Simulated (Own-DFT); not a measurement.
# One host, several defects: C11b WSi2

The numbers are computed, not measured, by runs of the plane-wave DFT program Own-DFT (in-house, retired, unreviewed) at fixed positions, with no spin and no spin-orbit coupling.

All runs used: PBE; PseudoDojo norm-conserving scalar-relativistic files; cutoff 50 hartree; 5 x 5 x 5 k mesh centred on Gamma; cold (Marzari-Vanderbilt) smearing of 0.2 eV.

Caveats: forces on such cells failed a check on a denser k mesh; stress not checked against mesh or cutoff.

All runs share one cell, with vectors in Å (-2.148, -5.953, 3.409); (-6.444, 2.976, 1.136); (-2.553, -2.948, -6.757) and a volume of 403.2 Å³. Atoms were moved at random from their sites; u is the rms move along one axis. The defect's site can differ from row to row.

```
cell,formula,u (Å),P (GPa)
no defect,Si20W10,0.0200,4.41
no defect,Si20W10,0.0494,5.84
no defect,Si20W10,0.0530,6.58
one Si vacancy,Si19W10,0.0271,3.28
one Si vacancy,Si19W10,0.0329,3.72
one Si vacancy,Si19W10,0.0452,3.49
one W vacancy,Si20W9,0.0274,3.95
one W vacancy,Si20W9,0.0523,5.03
one W vacancy,Si20W9,0.0549,5.00
one W on a Si site,Si19W11,0.0296,?
one W on a Si site,Si19W11,0.0319,10.11
one W on a Si site,Si19W11,0.0468,11.22
one W on a Si site,Si19W11,0.0556,11.69
one Si on a W site,Si21W9,0.0284,6.08
one Si on a W site,Si21W9,0.0313,6.20
one Si on a W site,Si21W9,0.0485,7.58
```

## Analysis

P = P0 + c u² + a shift for each defect gives P0 = 4.32 GPa, c = 683 ± 97 GPa/Å² and a scatter of 0.32 GPa. The shifts, and each times the cell's volume:

- one W on a Si site: 5.25 ± 0.26 GPa, 13.2 eV
- one Si on a W site: 1.36 ± 0.26 GPa, 3.4 eV
- one W vacancy: -1.14 ± 0.26 GPa, -2.9 eV
- one Si vacancy: -1.70 ± 0.27 GPa, -4.3 eV

Positive is outwards. The product with the volume (160.2 GPa Å³ to the eV) is nearly free of the cell's size; divided by the bulk modulus at the cell's pressure it gives the volume that the defect adds. The atoms around the defects weren't relaxed, which would change these numbers.

## Test on the hidden row

Asked: what pressure belongs in the blank (one W on a Si site, u = 0.0296 Å)?

Estimate: 10.17 ± 0.39 GPa. The hidden result is 9.72 GPa.
